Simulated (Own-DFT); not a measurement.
Simulation results for SiC (4H silicon carbide, strained, atoms displaced), SiC (2H silicon carbide, atoms displaced), GaP (zincblende, strained, atoms displaced), GaP (zincblende, atoms displaced)

All values are calculated (Own-DFT development build). A calculation, not a measurement: plane-wave PBE density functional theory by an unreviewed code, no spin, of a simulated periodic cell, stress positive in tension, free energy of the whole cell less one offset for each atom, forces on such cells passed a denser k mesh, this cell's mesh not checked; offsets are fitted by least squares, one for each functional and potential file, so energies compare only between cells with the same atoms and settings and are not formation energies; the far tail of each file's local potential was reset to the Coulomb form; each entry is a single point on an unrelaxed cell, so the pressure reflects the starting lattice, mostly measured values (interpolated for alloys), from which strain is counted, and rises with the displacements; printed positions are rounded, which can move forces by about a meV/angstrom; the program, named Own-DFT, is a retired in-house code; no spin-orbit coupling.

Settings shared by all entries: functional PBE; potential files PseudoDojo norm-conserving, scalar-relativistic, standard set; wave cutoff 42 hartree; occupations Fermi-Dirac; smearing width 0.1 eV.

(1) SiC (4H silicon carbide, strained, atoms displaced)

```cif
# cell vector a (Å): 9.1679 0.0565 0.0088
# cell vector b (Å): -4.5350 7.9801 -0.0961
# cell vector c (Å): 0.0096 -0.1152 10.2548
data_SiC
_symmetry_space_group_name_H-M 'P 1'
_symmetry_Int_Tables_number 1
_cell_length_a 9.1681
_cell_length_b 9.1792
_cell_length_c 10.2555
_cell_angle_alpha 91.186
_cell_angle_beta 89.895
_cell_angle_gamma 119.255
_cell_volume 752.78
loop_
_atom_site_label
_atom_site_type_symbol
_atom_site_fract_x
_atom_site_fract_y
_atom_site_fract_z
_atom_site_occupancy
Si1 Si 0.99172 0.00453 0.40270 1
Si2 Si 0.12184 0.22977 0.15662 1
C1 C 0.00087 0.99740 0.09149 1
C2 C 0.10926 0.20787 0.34630 1
Si3 Si 0.99428 0.32620 0.41307 1
Si4 Si 0.10546 0.54367 0.16410 1
C3 C 0.00518 0.31966 0.09678 1
C4 C 0.11435 0.56045 0.35071 1
Si5 Si 0.00569 0.68047 0.40898 1
Si6 Si 0.11497 0.89260 0.15455 1
C5 C 0.00251 0.67043 0.09505 1
C6 C 0.11083 0.89101 0.34499 1
Si7 Si 0.34104 0.00105 0.40869 1
Si8 Si 0.42837 0.21342 0.16967 1
C7 C 0.34020 0.00282 0.09513 1
C8 C 0.44749 0.22273 0.33955 1
Si9 Si 0.33657 0.33778 0.41166 1
Si10 Si 0.43418 0.54379 0.15270 1
C9 C 0.34790 0.34570 0.09356 1
C10 C 0.43836 0.54610 0.35305 1
Si11 Si 0.33826 0.67170 0.40339 1
Si12 Si 0.45343 0.88697 0.15918 1
C11 C 0.32933 0.65945 0.08983 1
C12 C 0.44478 0.88824 0.33978 1
Si13 Si 0.67380 0.00717 0.40780 1
Si14 Si 0.78216 0.21878 0.15489 1
C13 C 0.66051 0.00752 0.09509 1
C14 C 0.78389 0.22494 0.34377 1
Si15 Si 0.66251 0.33944 0.40958 1
Si16 Si 0.76586 0.55543 0.15755 1
C15 C 0.67706 0.33099 0.09188 1
C16 C 0.76451 0.54948 0.34548 1
Si17 Si 0.65848 0.65696 0.41182 1
Si18 Si 0.77609 0.88913 0.15450 1
C17 C 0.66102 0.66527 0.10378 1
C18 C 0.77459 0.88463 0.34381 1
Si19 Si 0.00187 0.00323 0.89848 1
Si20 Si 0.89688 0.79250 0.64858 1
C19 C 0.99866 0.99622 0.59918 1
C20 C 0.88650 0.76709 0.84337 1
Si21 Si 0.99561 0.65598 0.90544 1
Si22 Si 0.89406 0.44450 0.65263 1
C21 C 0.00006 0.66247 0.59444 1
C22 C 0.89170 0.44350 0.85237 1
Si23 Si 0.99557 0.33103 0.90106 1
Si24 Si 0.88620 0.11477 0.65820 1
C23 C 0.00000 0.33455 0.59480 1
C24 C 0.87686 0.11183 0.84154 1
Si25 Si 0.67018 0.99818 0.91676 1
Si26 Si 0.54565 0.77911 0.65777 1
C25 C 0.66397 0.00275 0.59748 1
C26 C 0.55303 0.76582 0.84081 1
Si27 Si 0.67476 0.67553 0.90109 1
Si28 Si 0.55557 0.43950 0.65331 1
C27 C 0.66328 0.66952 0.59218 1
C28 C 0.55506 0.45119 0.84026 1
Si29 Si 0.66188 0.33615 0.90113 1
Si30 Si 0.55543 0.11830 0.66137 1
C29 C 0.66842 0.33173 0.59019 1
C30 C 0.55899 0.11845 0.83515 1
Si31 Si 0.32302 0.00243 0.91643 1
Si32 Si 0.22306 0.77453 0.66030 1
C31 C 0.32957 0.00320 0.58723 1
C32 C 0.23478 0.79449 0.85249 1
Si33 Si 0.32777 0.66443 0.90944 1
Si34 Si 0.22018 0.43947 0.66135 1
C33 C 0.32985 0.66585 0.59253 1
C34 C 0.23367 0.45441 0.84397 1
Si35 Si 0.33166 0.32899 0.91089 1
Si36 Si 0.22167 0.10943 0.64298 1
C35 C 0.33811 0.33155 0.59825 1
C36 C 0.22145 0.11314 0.84212 1
```

It was run with hardware one NVIDIA H100 and k mesh 4 x 4 x 3 centred on Gamma.

Results for SiC (4H silicon carbide, strained, atoms displaced): free energy of cell above offsets -5.441 eV; pressure 3.29 GPa; stress xx -6.7 GPa; stress yy -6.78 GPa; stress zz 3.61 GPa; stress yz -3.75 GPa; stress xz -0.1 GPa; stress xy 3.06 GPa; wall time 358.4 s.

Force:
| element | x (eV/Å) | y (eV/Å) | z (eV/Å) |
| --- | --- | --- | --- |
| Si | 1.808 | -2.751 | 1.066 |
| Si | 0.755 | -2.454 | 0.612 |
| C | -0.335 | 1.114 | -0.511 |
| C | -0.434 | 3.918 | -0.456 |
| Si | 1.249 | 1.653 | -1.368 |
| Si | -0.602 | 1.502 | -0.904 |
| C | -2.16 | 1.814 | -1.288 |
| C | -0.196 | -1.225 | -0.501 |
| Si | -0.303 | -2.274 | -0.457 |
| Si | 0.113 | -1.112 | 0.554 |
| C | -0.276 | -1.394 | 0.171 |
| C | 0.16 | 1.009 | -0.197 |
| Si | -1.649 | -0.04 | -1.179 |
| Si | 3.055 | 1.53 | -3.604 |
| C | -0.901 | -0.606 | 0.901 |
| C | -0.73 | -0.327 | 3.294 |
| Si | -0.385 | -2.184 | 0.125 |
| Si | 0.576 | 4.634 | 2.209 |
| C | -0.817 | -4.988 | -0.524 |
| C | -0.511 | 1.316 | -2.082 |
| Si | -0.556 | -0.825 | 1.013 |
| Si | -2.422 | -0.8 | -0.685 |
| C | -0.131 | 0.434 | 1.546 |
| C | 1.122 | 0.366 | 0.883 |
| Si | -0.656 | -0.914 | 0.196 |
| Si | -0.378 | 1.73 | 0.917 |
| C | 2.507 | -1.756 | -0.117 |
| C | -1.308 | -0.255 | 0.105 |
| Si | 1.799 | -1.053 | -1.16 |
| Si | 2.846 | -0.782 | 0.157 |
| C | -2.313 | 0.483 | 0.075 |
| C | 1.85 | 1.262 | -0.094 |
| Si | -0.201 | 1.661 | -0.557 |
| Si | 0.358 | 0.154 | 0.726 |
| C | -0.874 | 0.666 | -2.29 |
| C | -0.618 | -0.067 | -0.029 |
| Si | -0.509 | -1.043 | 1.114 |
| Si | -0.531 | -4.983 | 2.135 |
| C | -1.052 | 3.372 | -2.142 |
| C | 0.389 | 2.361 | -1.081 |
| Si | 0.527 | 2.754 | 1.496 |
| Si | -1.713 | 0.492 | 1.313 |
| C | -0.387 | 1.33 | 0.021 |
| C | -0.943 | -0.615 | -2.608 |
| Si | 1.813 | 0.207 | 1.72 |
| Si | -0.192 | -0.946 | -0.027 |
| C | 1.154 | -1.045 | 0.287 |
| C | 2.248 | -0.249 | 0.388 |
| Si | -2.348 | -0.331 | -2.824 |
| Si | 1.65 | 0.032 | -0.132 |
| C | 0.056 | -0.125 | -0.911 |
| C | -1.526 | 2.421 | 1.117 |
| Si | -0.554 | -2.066 | 1.334 |
| Si | 0.132 | 1.977 | 1.117 |
| C | 0.479 | -0.161 | 0.569 |
| C | 0.447 | -0.938 | 0.516 |
| Si | 0.74 | -0.223 | 1.411 |
| Si | -0.053 | -1.006 | -1.746 |
| C | 0.015 | 0.374 | 0.613 |
| C | -0.534 | -1.21 | 3.125 |
| Si | 2.168 | 1.665 | -1.436 |
| Si | -0.816 | 1.318 | 0.034 |
| C | 2.025 | -1.111 | 1.03 |
| C | -0.919 | -3.274 | -1.558 |
| Si | 1.085 | 1.624 | -0.205 |
| Si | 0.628 | 1.259 | -0.711 |
| C | 0.26 | -0.525 | 0.028 |
| C | -1.673 | -2.723 | 0.086 |
| Si | 0.493 | 1.559 | -1.434 |
| Si | -0.287 | 0.547 | 2.497 |
| C | -1.347 | -0.148 | -1.214 |
| C | -0.366 | -0.009 | -0.468 |

(2) SiC (2H silicon carbide, atoms displaced)

```cif
# cell vector a (Å): 9.2481 0.0000 0.0000
# cell vector b (Å): -4.6241 8.0091 0.0000
# cell vector c (Å): 0.0000 0.0000 10.0681
data_SiC
_symmetry_space_group_name_H-M 'P 1'
_symmetry_Int_Tables_number 1
_cell_length_a 9.2481
_cell_length_b 9.2481
_cell_length_c 10.0681
_cell_angle_alpha 90.000
_cell_angle_beta 90.000
_cell_angle_gamma 120.000
_cell_volume 745.73
loop_
_atom_site_label
_atom_site_type_symbol
_atom_site_fract_x
_atom_site_fract_y
_atom_site_fract_z
_atom_site_occupancy
Si1 Si 0.00362 0.00720 0.99140 1
Si2 Si 0.10975 0.21386 0.25054 1
C1 C 0.99625 0.98105 0.20311 1
C2 C 0.11045 0.23688 0.42973 1
Si3 Si 0.98553 0.99976 0.49326 1
Si4 Si 0.12346 0.23706 0.74999 1
C3 C 0.00077 0.99507 0.68517 1
C4 C 0.11258 0.22167 0.93709 1
Si5 Si 0.99328 0.33346 0.00989 1
Si6 Si 0.11714 0.56684 0.24641 1
C5 C 0.00986 0.33044 0.18230 1
C6 C 0.11472 0.55413 0.43971 1
Si7 Si 0.99685 0.32904 0.49338 1
Si8 Si 0.10260 0.55006 0.74942 1
C7 C 0.00154 0.34606 0.68834 1
C8 C 0.11506 0.56572 0.92864 1
Si9 Si 0.99858 0.67360 0.00444 1
Si10 Si 0.11873 0.90692 0.24635 1
C9 C 0.99775 0.67084 0.19934 1
C10 C 0.11015 0.90367 0.43919 1
Si11 Si 0.00298 0.68094 0.49515 1
Si12 Si 0.10897 0.89416 0.75650 1
C11 C 0.00229 0.67249 0.69006 1
C12 C 0.11598 0.89463 0.94765 1
Si13 Si 0.32620 0.99516 0.99871 1
Si14 Si 0.44343 0.22928 0.24022 1
C13 C 0.34156 0.00417 0.19039 1
C14 C 0.44208 0.20939 0.44065 1
Si15 Si 0.33473 0.00685 0.50068 1
Si16 Si 0.44384 0.21363 0.74690 1
C15 C 0.32632 0.99407 0.67865 1
C16 C 0.44608 0.21796 0.94124 1
Si17 Si 0.32384 0.32668 0.99795 1
Si18 Si 0.45747 0.54856 0.24654 1
C17 C 0.34738 0.34096 0.18033 1
C18 C 0.44172 0.55682 0.43584 1
Si19 Si 0.32727 0.33554 0.49045 1
Si20 Si 0.46070 0.55770 0.74348 1
C19 C 0.34013 0.34255 0.67202 1
C20 C 0.45998 0.56465 0.93794 1
Si21 Si 0.33733 0.66928 0.99890 1
Si22 Si 0.43659 0.88427 0.24755 1
C21 C 0.34551 0.67351 0.19001 1
C22 C 0.45355 0.89752 0.43927 1
Si23 Si 0.33007 0.65642 0.49970 1
Si24 Si 0.45199 0.89483 0.75088 1
C23 C 0.32190 0.66619 0.68551 1
C24 C 0.43717 0.88513 0.94063 1
Si25 Si 0.67629 0.00382 0.00293 1
Si26 Si 0.76249 0.21975 0.24469 1
C25 C 0.67631 0.99979 0.19439 1
C26 C 0.77071 0.22981 0.44040 1
Si27 Si 0.68118 0.00894 0.48876 1
Si28 Si 0.76096 0.21344 0.75157 1
C27 C 0.65326 0.99247 0.69646 1
C28 C 0.76848 0.20177 0.94248 1
Si29 Si 0.67982 0.33402 0.00358 1
Si30 Si 0.78783 0.57074 0.24435 1
C29 C 0.65618 0.33468 0.18052 1
C30 C 0.77623 0.56192 0.43939 1
Si31 Si 0.66375 0.34386 0.50536 1
Si32 Si 0.77270 0.56296 0.74229 1
C31 C 0.65573 0.32795 0.68186 1
C32 C 0.78798 0.56184 0.93714 1
Si33 Si 0.67044 0.67104 0.99751 1
Si34 Si 0.77402 0.88092 0.26191 1
C33 C 0.65816 0.66429 0.18928 1
C34 C 0.76893 0.87599 0.43878 1
Si35 Si 0.65306 0.65233 0.49668 1
Si36 Si 0.77370 0.89156 0.74431 1
C35 C 0.67078 0.66705 0.69388 1
C36 C 0.78451 0.87905 0.93884 1
```

Settings of this run: hardware one NVIDIA H100 and k mesh 4 x 4 x 3 centred on Gamma.

It finds free energy of cell above offsets -1.935 eV; pressure 6.56 GPa; stress xx -7.3 GPa; stress yy -6.14 GPa; stress zz -6.24 GPa; stress yz 0.76 GPa; stress xz -0.36 GPa; stress xy -0.61 GPa; wall time 367.7 s.

Force:
| element | x (eV/Å) | y (eV/Å) | z (eV/Å) |
| --- | --- | --- | --- |
| Si | 0.172 | -1.737 | 2.08 |
| Si | -0.042 | 0.752 | -1.291 |
| C | -4.696 | 4.262 | -3.633 |
| C | 0.863 | -2.811 | 0.806 |
| Si | 2.613 | 0.811 | 1.402 |
| Si | -1.019 | -1.045 | -1.365 |
| C | -2.185 | 2.182 | -0.01 |
| C | -1.312 | 1.047 | -0.177 |
| Si | 1.085 | 0.65 | -3.867 |
| Si | 1.258 | -1.702 | 1.164 |
| C | -2.062 | 0.692 | 2.553 |
| C | -1.802 | 0.629 | -1.385 |
| Si | -2.06 | 2.439 | 1.379 |
| Si | 0.094 | 2.972 | -0.596 |
| C | -0.135 | -4.431 | -0.753 |
| C | -0.345 | -1.454 | 3.453 |
| Si | 1.566 | -0.446 | -0.422 |
| Si | 4.486 | -3.394 | 2.824 |
| C | 2.123 | 1.37 | -2.408 |
| C | 0.943 | -0.636 | -1.036 |
| Si | 1.077 | -0.815 | 1.303 |
| Si | 1.424 | -1.227 | -1.08 |
| C | -1.065 | -0.357 | -0.684 |
| C | -1.669 | -0.483 | -1.557 |
| Si | 2.45 | 1.473 | 1.024 |
| Si | 1.492 | -2.002 | 2.28 |
| C | -1.663 | 0.048 | -1.333 |
| C | -1.497 | 4.95 | -2.398 |
| Si | 0.404 | -3.034 | -0.629 |
| Si | -1.934 | 0.305 | 0.231 |
| C | 0.476 | 0.741 | 3.127 |
| C | -0.313 | 0.59 | -1.176 |
| Si | 2.841 | 2.072 | -0.74 |
| Si | -4.484 | 0.945 | 1.162 |
| C | -2.849 | -1.86 | 0.745 |
| C | 0.897 | -1.335 | -1.1 |
| Si | 1.656 | -0.994 | 0.34 |
| Si | -4.343 | -0.384 | 1.49 |
| C | 0.219 | -1.12 | 2.678 |
| C | -2.17 | -2.1 | -0.91 |
| Si | 0.158 | -0.678 | -0.255 |
| Si | 2.174 | 1.588 | 1.766 |
| C | -0.762 | -2.061 | -1.03 |
| C | -0.664 | -1.508 | -0.495 |
| Si | -1.128 | 3.04 | 0.552 |
| Si | -4.372 | -3.402 | 0.34 |
| C | 2.686 | 0.129 | 0.562 |
| C | 1.446 | 1.264 | -0.377 |
| Si | -0.691 | -4.814 | 1.308 |
| Si | 1.9 | 0.841 | 1.246 |
| C | -1.326 | -0.243 | -0.886 |
| C | 1.53 | 0.071 | -1.098 |
| Si | -3.289 | -1.265 | 1.706 |
| Si | 1.94 | 1.472 | -0.316 |
| C | 3.644 | 2.207 | -2.812 |
| C | 0.153 | 5.027 | -1.404 |
| Si | -2.367 | -0.022 | -2.132 |
| Si | -2.209 | -2.796 | 1.55 |
| C | 2.426 | 1.37 | 1.712 |
| C | 0.648 | -0.547 | -0.975 |
| Si | 0.41 | -1.563 | -2.187 |
| Si | 4.141 | -1.751 | 1.925 |
| C | 1.046 | 1.312 | 2.439 |
| C | -1.095 | -1.321 | -0.116 |
| Si | 1.081 | -1.6 | 1.139 |
| Si | -0.231 | 0.362 | -2.669 |
| C | 3.48 | 1.945 | -1.076 |
| C | -0.318 | 0.829 | 1.33 |
| Si | 0.635 | 1.787 | 1.492 |
| Si | 1.459 | -0.012 | 1.384 |
| C | -1.429 | 1.934 | -3.13 |
| C | -1.566 | 2.838 | -0.978 |

(3) GaP (zincblende, strained, atoms displaced)

```cif
# cell vector a (Å): 10.8620 0.0000 0.0000
# cell vector b (Å): 0.0000 10.8620 0.0000
# cell vector c (Å): 0.0000 0.0000 10.9439
data_GaP
_symmetry_space_group_name_H-M 'P 1'
_symmetry_Int_Tables_number 1
_cell_length_a 10.8620
_cell_length_b 10.8620
_cell_length_c 10.9439
_cell_angle_alpha 90.000
_cell_angle_beta 90.000
_cell_angle_gamma 90.000
_cell_volume 1291.19
loop_
_atom_site_label
_atom_site_type_symbol
_atom_site_fract_x
_atom_site_fract_y
_atom_site_fract_z
_atom_site_occupancy
Ga1 Ga 0.00522 0.99988 0.01597 1
Ga2 Ga 0.99878 0.25242 0.24888 1
Ga3 Ga 0.25474 0.99806 0.25810 1
Ga4 Ga 0.24225 0.24337 0.99914 1
P1 P 0.11883 0.12107 0.13138 1
P2 P 0.11861 0.37107 0.36750 1
P3 P 0.38200 0.13553 0.37541 1
P4 P 0.37086 0.37101 0.12614 1
Ga5 Ga 0.00623 0.99994 0.50349 1
Ga6 Ga 0.99644 0.25513 0.75215 1
Ga7 Ga 0.24084 0.01475 0.75130 1
Ga8 Ga 0.25278 0.24542 0.49947 1
P5 P 0.13856 0.13495 0.62313 1
P6 P 0.12578 0.38540 0.86741 1
P7 P 0.36151 0.13467 0.86703 1
P8 P 0.38446 0.37104 0.61730 1
Ga9 Ga 0.99732 0.49943 0.99176 1
Ga10 Ga 0.99611 0.74549 0.23514 1
Ga11 Ga 0.24543 0.50363 0.24586 1
Ga12 Ga 0.24247 0.75721 0.01069 1
P9 P 0.12363 0.60990 0.11617 1
P10 P 0.12674 0.87565 0.37763 1
P11 P 0.36695 0.61711 0.36002 1
P12 P 0.36759 0.88110 0.12311 1
Ga13 Ga 0.99949 0.49750 0.49161 1
Ga14 Ga 0.99865 0.76146 0.75293 1
Ga15 Ga 0.24443 0.49935 0.73661 1
Ga16 Ga 0.25069 0.75069 0.49904 1
P13 P 0.12004 0.63653 0.62879 1
P14 P 0.12608 0.88415 0.88439 1
P15 P 0.37964 0.63266 0.87034 1
P16 P 0.37915 0.89052 0.61815 1
Ga17 Ga 0.49529 0.99817 0.00196 1
Ga18 Ga 0.51455 0.25820 0.24624 1
Ga19 Ga 0.75263 0.00980 0.24275 1
Ga20 Ga 0.75349 0.23632 0.99517 1
P17 P 0.62796 0.11773 0.12001 1
P18 P 0.61567 0.38764 0.37636 1
P19 P 0.86602 0.12800 0.37256 1
P20 P 0.87152 0.38489 0.11415 1
Ga21 Ga 0.50398 0.00918 0.49757 1
Ga22 Ga 0.49296 0.25555 0.75626 1
Ga23 Ga 0.74491 0.99394 0.75917 1
Ga24 Ga 0.75441 0.25669 0.50463 1
P21 P 0.61226 0.11891 0.61421 1
P22 P 0.62905 0.37334 0.88031 1
P23 P 0.88682 0.11831 0.87688 1
P24 P 0.88346 0.38853 0.62533 1
Ga25 Ga 0.51855 0.49796 0.99550 1
Ga26 Ga 0.50359 0.74857 0.27039 1
Ga27 Ga 0.75690 0.50318 0.26392 1
Ga28 Ga 0.74869 0.76119 0.99364 1
P25 P 0.63134 0.62651 0.12459 1
P26 P 0.61973 0.87156 0.37178 1
P27 P 0.87563 0.64214 0.36302 1
P28 P 0.85390 0.86574 0.12453 1
Ga29 Ga 0.48790 0.50052 0.49260 1
Ga30 Ga 0.51342 0.75521 0.75820 1
Ga31 Ga 0.75386 0.48965 0.75244 1
Ga32 Ga 0.76304 0.74505 0.51549 1
P29 P 0.63890 0.62739 0.61792 1
P30 P 0.62591 0.87146 0.85888 1
P31 P 0.86581 0.63129 0.87281 1
P32 P 0.87279 0.86146 0.62981 1
```

It was run with hardware one NVIDIA H100 and k mesh 3 x 3 x 3 centred on Gamma.

It finds free energy of cell above offsets -28.811 eV; pressure 4.43 GPa; stress xx -4.55 GPa; stress yy -4.55 GPa; stress zz -4.18 GPa; stress yz -0.84 GPa; stress xz -0.39 GPa; stress xy -1.83 GPa; wall time 560.2 s.

Force:
| element | x (eV/Å) | y (eV/Å) | z (eV/Å) |
| --- | --- | --- | --- |
| Ga | -1.401 | -1.08 | -0.561 |
| Ga | -1.213 | -0.095 | -0.833 |
| Ga | -0.034 | 0.86 | 0.04 |
| Ga | -0.256 | 1.029 | 0.457 |
| P | 1.145 | 0.719 | 0.702 |
| P | 1.227 | 0.468 | 0.994 |
| P | 0.065 | -0.522 | -0.979 |
| P | 0.594 | 0.243 | -0.761 |
| Ga | -0.709 | 0.228 | 0.13 |
| Ga | 0.746 | -0.087 | -0.435 |
| Ga | 0.817 | -1.919 | -0.207 |
| Ga | 0.53 | 1.38 | -1.101 |
| P | -2.891 | -0.383 | 0.27 |
| P | -0.095 | -1.185 | 0.636 |
| P | 1.442 | -0.673 | 1.26 |
| P | -1.451 | 0.587 | 0.572 |
| Ga | -0.533 | 0.423 | -0.694 |
| Ga | 1.152 | 0.745 | -0.159 |
| Ga | -0.288 | -1.724 | -0.476 |
| Ga | 0.613 | -1.007 | -1.034 |
| P | -0.281 | 1.74 | 0.192 |
| P | -0.604 | -0.45 | -0.925 |
| P | 0.186 | 1.262 | 1.955 |
| P | 0.984 | -0.738 | 1.09 |
| Ga | 0.382 | 1.677 | -0.347 |
| Ga | 0.607 | -0.897 | 1.289 |
| Ga | 1.287 | 0.71 | 0.13 |
| Ga | 0.566 | 0.073 | 0.289 |
| P | 0.151 | -0.822 | -0.896 |
| P | -0.318 | -0.291 | -0.799 |
| P | -0.382 | -0.743 | 0.497 |
| P | -0.581 | -1.257 | 1.092 |
| Ga | -0.191 | 0.134 | -1.248 |
| Ga | -1.033 | -0.476 | -0.323 |
| Ga | -0.595 | -1.468 | 0.975 |
| Ga | 0.286 | 0.868 | 0.208 |
| P | -0.72 | 0.975 | -0.187 |
| P | 1.901 | -0.953 | 0.012 |
| P | 1.195 | 0.074 | 0.61 |
| P | -0.226 | -1.336 | 1.171 |
| Ga | -1.364 | -1.798 | -1.992 |
| Ga | 0.981 | -0.34 | -0.564 |
| Ga | 1.269 | 1.656 | -2.058 |
| Ga | -1.017 | 0.049 | 0.024 |
| P | 2.847 | 2.356 | 3.017 |
| P | 0.485 | -1.392 | -1.178 |
| P | -0.678 | -0.11 | -0.425 |
| P | -0.564 | -1.593 | -0.12 |
| Ga | -2.164 | 1.135 | 1.045 |
| Ga | -0.845 | -0.845 | -2.816 |
| Ga | -0.632 | 0.002 | -1.455 |
| Ga | -1.374 | -1.699 | -0.629 |
| P | -0.275 | 0.36 | 0.51 |
| P | 2.066 | 1.656 | 1.685 |
| P | 0.203 | -1.377 | 1.959 |
| P | 2.607 | 1.842 | 0.622 |
| Ga | 0.649 | 1.259 | 0.601 |
| Ga | -2.53 | -1.952 | -3.156 |
| Ga | -0.609 | 1.271 | -0.107 |
| Ga | -0.897 | 0.171 | -2.953 |
| P | -2.302 | -1.679 | 1.228 |
| P | 0.19 | 1.713 | 3.956 |
| P | 1.013 | -0.278 | -0.025 |
| P | 0.868 | 3.5 | 0.229 |

(4) GaP (zincblende, atoms displaced)

```cif
# cell vector a (Å): 10.9010 0.0000 0.0000
# cell vector b (Å): 0.0000 10.9010 0.0000
# cell vector c (Å): 0.0000 0.0000 10.9010
data_GaP
_symmetry_space_group_name_H-M 'P 1'
_symmetry_Int_Tables_number 1
_cell_length_a 10.9010
_cell_length_b 10.9010
_cell_length_c 10.9010
_cell_angle_alpha 90.000
_cell_angle_beta 90.000
_cell_angle_gamma 90.000
_cell_volume 1295.39
loop_
_atom_site_label
_atom_site_type_symbol
_atom_site_fract_x
_atom_site_fract_y
_atom_site_fract_z
_atom_site_occupancy
Ga1 Ga 0.01984 0.99706 0.98149 1
Ga2 Ga 0.00627 0.23756 0.23101 1
Ga3 Ga 0.25840 0.97531 0.24937 1
Ga4 Ga 0.24941 0.25055 0.01380 1
P1 P 0.13951 0.11983 0.13044 1
P2 P 0.12134 0.37572 0.38274 1
P3 P 0.37304 0.12772 0.37107 1
P4 P 0.37886 0.38403 0.13248 1
Ga5 Ga 0.01940 0.98693 0.49700 1
Ga6 Ga 0.01188 0.23678 0.75434 1
Ga7 Ga 0.25870 0.00720 0.74754 1
Ga8 Ga 0.25083 0.23947 0.51123 1
P5 P 0.11855 0.13105 0.62400 1
P6 P 0.13162 0.38074 0.86964 1
P7 P 0.38612 0.12838 0.88069 1
P8 P 0.37653 0.35568 0.61329 1
Ga9 Ga 0.00092 0.49777 0.97601 1
Ga10 Ga 0.99351 0.73828 0.25588 1
Ga11 Ga 0.25707 0.50166 0.25841 1
Ga12 Ga 0.24060 0.75697 0.00329 1
P9 P 0.10869 0.63551 0.12000 1
P10 P 0.12336 0.88345 0.37413 1
P11 P 0.37426 0.63403 0.37668 1
P12 P 0.35268 0.86191 0.12796 1
Ga13 Ga 0.98992 0.48738 0.49009 1
Ga14 Ga 0.00211 0.74268 0.75093 1
Ga15 Ga 0.25567 0.50539 0.75729 1
Ga16 Ga 0.24839 0.73182 0.48821 1
P13 P 0.10942 0.62305 0.62662 1
P14 P 0.11943 0.89139 0.87491 1
P15 P 0.37297 0.61243 0.87150 1
P16 P 0.37946 0.86686 0.61753 1
Ga17 Ga 0.48910 0.99828 0.99828 1
Ga18 Ga 0.51011 0.24378 0.23953 1
Ga19 Ga 0.76259 0.01113 0.23728 1
Ga20 Ga 0.73502 0.27190 0.02059 1
P17 P 0.62373 0.12563 0.12370 1
P18 P 0.60961 0.36443 0.36340 1
P19 P 0.86236 0.11446 0.36702 1
P20 P 0.88417 0.37646 0.14421 1
Ga21 Ga 0.49340 0.99668 0.48973 1
Ga22 Ga 0.49159 0.23515 0.74773 1
Ga23 Ga 0.75157 0.01735 0.73379 1
Ga24 Ga 0.74300 0.25039 0.50461 1
P21 P 0.62283 0.12211 0.62090 1
P22 P 0.61078 0.38075 0.87005 1
P23 P 0.88317 0.10283 0.87456 1
P24 P 0.86242 0.37713 0.62981 1
Ga25 Ga 0.50554 0.49749 0.00200 1
Ga26 Ga 0.48965 0.74347 0.26059 1
Ga27 Ga 0.75008 0.49189 0.24508 1
Ga28 Ga 0.76545 0.74679 0.99972 1
P25 P 0.61402 0.63191 0.12241 1
P26 P 0.61091 0.88349 0.37042 1
P27 P 0.88219 0.62871 0.36883 1
P28 P 0.89220 0.87369 0.13172 1
Ga29 Ga 0.49462 0.52219 0.50275 1
Ga30 Ga 0.51294 0.76232 0.74967 1
Ga31 Ga 0.75444 0.51025 0.73776 1
Ga32 Ga 0.73022 0.75292 0.49881 1
P29 P 0.61697 0.63563 0.63914 1
P30 P 0.62463 0.87809 0.87115 1
P31 P 0.86760 0.61174 0.86582 1
P32 P 0.88840 0.89052 0.63507 1
```

It was run with k mesh 3 x 3 x 3 centred on Gamma.

The calculation gives: free energy of cell above offsets -23.828 eV; pressure 5.5 GPa; stress xx -5.46 GPa; stress yy -5.33 GPa; stress zz -5.72 GPa; stress yz -2.39 GPa; stress xz 1.67 GPa; stress xy 1.31 GPa.

Force:
| element | x (eV/Å) | y (eV/Å) | z (eV/Å) |
| --- | --- | --- | --- |
| Ga | -3.156 | 2.923 | 5.168 |
| Ga | -0.339 | 0.011 | 2.48 |
| Ga | -1.069 | 3.384 | 1.887 |
| Ga | 0.73 | 1.009 | -0.907 |
| P | -0.359 | -1.214 | -0.817 |
| P | 1.181 | -1.352 | -1.26 |
| P | -0.197 | -0.63 | -0.51 |
| P | -0.037 | -0.971 | -0.441 |
| Ga | -2.756 | 2.283 | 1.543 |
| Ga | -1.947 | 1.449 | 1.253 |
| Ga | -0.162 | -0.455 | -0.22 |
| Ga | -0.812 | 0.241 | -2.102 |
| P | 1.234 | -1.796 | -0.691 |
| P | 0.113 | -1.866 | 0.344 |
| P | -2.496 | -0.109 | 0.313 |
| P | 0.806 | 2.802 | 1.532 |
| Ga | -0.297 | -0.068 | 2.295 |
| Ga | 1.512 | 2.284 | -0.738 |
| Ga | -1.543 | -0.024 | -0.439 |
| Ga | -0.981 | -1.494 | -2.088 |
| P | 1.341 | -1.742 | -0.35 |
| P | 1.364 | -3.389 | -1.341 |
| P | -0.189 | -2.322 | -0.433 |
| P | 4.204 | -0.318 | -1.048 |
| Ga | -0.549 | 0.961 | 1.207 |
| Ga | -0.777 | 1.528 | 0.663 |
| Ga | -0.985 | -1.262 | -2.678 |
| Ga | -2.214 | 2.396 | 2.392 |
| P | 1.765 | -1.159 | -1.113 |
| P | 4.325 | -4.932 | -3.921 |
| P | 1.408 | 2.93 | 1.58 |
| P | -0.983 | 0.368 | 0.334 |
| Ga | 1.025 | -1.214 | 0.96 |
| Ga | -2.408 | -0.011 | 0.4 |
| Ga | -1.727 | -2.2 | -0.995 |
| Ga | 1.048 | -0.304 | -1.446 |
| P | 0.103 | -1.427 | -1.124 |
| P | 1.793 | 2.348 | 2.18 |
| P | 2.769 | 1.999 | 2.451 |
| P | 0.023 | 0.284 | -2.97 |
| Ga | -0.498 | 0.88 | 1.003 |
| Ga | 1.362 | 1.464 | -0.648 |
| Ga | 0.404 | -1.472 | 1.417 |
| Ga | -0.03 | 0.202 | -1.228 |
| P | -1.176 | 0.336 | -0.633 |
| P | 1.605 | -0.718 | -0.623 |
| P | -1.217 | 2.966 | 0.326 |
| P | 1.509 | -1.333 | -0.792 |
| Ga | -1.082 | 0.581 | 0.005 |
| Ga | 1.388 | 1.723 | -1.846 |
| Ga | -1.156 | 1.251 | 1.015 |
| Ga | -0.97 | 0.689 | 0.325 |
| P | 1.431 | -0.21 | 0.356 |
| P | 1.72 | -0.839 | -1.278 |
| P | -3.261 | -1.677 | 2.252 |
| P | -0.744 | 0.501 | -1.38 |
| Ga | 0.523 | -2.38 | 0.274 |
| Ga | -2.63 | -0.032 | 0.978 |
| Ga | -2.134 | -1.151 | 0.287 |
| Ga | 1.674 | 0.647 | -0.132 |
| P | 1.102 | -1.424 | -2.021 |
| P | 1.443 | 0.905 | 1.14 |
| P | 0.958 | 1.926 | 1.001 |
| P | -0.981 | -1.777 | -1.15 |
